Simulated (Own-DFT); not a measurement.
# Point defects and the pressure they add: zincblende GaP

The numbers are computed, not measured, by runs of the plane-wave DFT program Own-DFT (in-house, retired, unreviewed) at fixed positions, with no spin and no spin-orbit coupling.

Method: PBE; PseudoDojo norm-conserving scalar-relativistic files; cutoff 42 hartree; 2 x 3 x 3 k mesh centred on Gamma; Fermi-Dirac smearing of 0.1 eV.

Keep in mind (not all hold for every row): not probed for a lower state with spin; forces on such cells failed a check on a denser k mesh; forces on such cells moved up to 12 meV/angstrom on a denser k mesh; forces on such cells passed a denser k mesh, each cell not checked; stress not checked against mesh or cutoff.

All runs share one cell, with vectors in Å (16.352, 0.000, 0.000); (0.000, 10.901, 0.000); (0.000, 0.000, 10.901) and a volume of 1943.1 Å³. Atoms were moved at random from their sites; u is the rms move along one axis. The defect's site can differ from row to row.

```
cell,formula,u (Å),P (GPa)
no defect,Ga48P48,0.0195,2.71
no defect,Ga48P48,0.0213,2.72
no defect,Ga48P48,0.0515,3.45
one Ga on a P site and one P on a Ga site,Ga48P48,0.0300,2.98
one Ga on a P site and one P on a Ga site,Ga48P48,0.0464,3.31
one Ga on a P site and one P on a Ga site,Ga48P48,0.0510,3.34
two P on a Ga site each,Ga46P50,0.0279,2.95
two P on a Ga site each,Ga46P50,0.0300,2.95
two P on a Ga site each,Ga46P50,0.0504,3.38
two P vacancies,Ga48P46,0.0291,2.47
two P vacancies,Ga48P46,0.0297,2.45
two P vacancies,Ga48P46,0.0500,?
two P vacancies,Ga48P46,0.0503,2.83
```

## Analysis

P = P0 + c u² + a shift for each defect gives P0 = 2.65 GPa, c = 268 ± 20 GPa/Å² and a scatter of 0.06 GPa. The shifts, and each times the cell's volume:

- two P on a Ga site each: 0.07 ± 0.05 GPa, 0.8 eV (0.4 eV for each of its 2 sites) (not resolved)
- one Ga on a P site and one P on a Ga site: 0.05 ± 0.05 GPa, 0.6 eV (not resolved)
- two P vacancies: -0.45 ± 0.05 GPa, -5.4 eV (-2.7 eV for each of its 2 sites)

Against the defect-free cell, a freed cell would be larger where the shift is positive and smaller where it is negative (160.2 GPa Å³ is 1 eV). The atoms around the defects weren't relaxed, which would change these numbers.

## Prediction

Q: what pressure belongs in the blank (two P vacancies, u = 0.0500 Å)?

From the fit: 2.87 ± 0.07 GPa. The run itself gave 2.82 GPa.
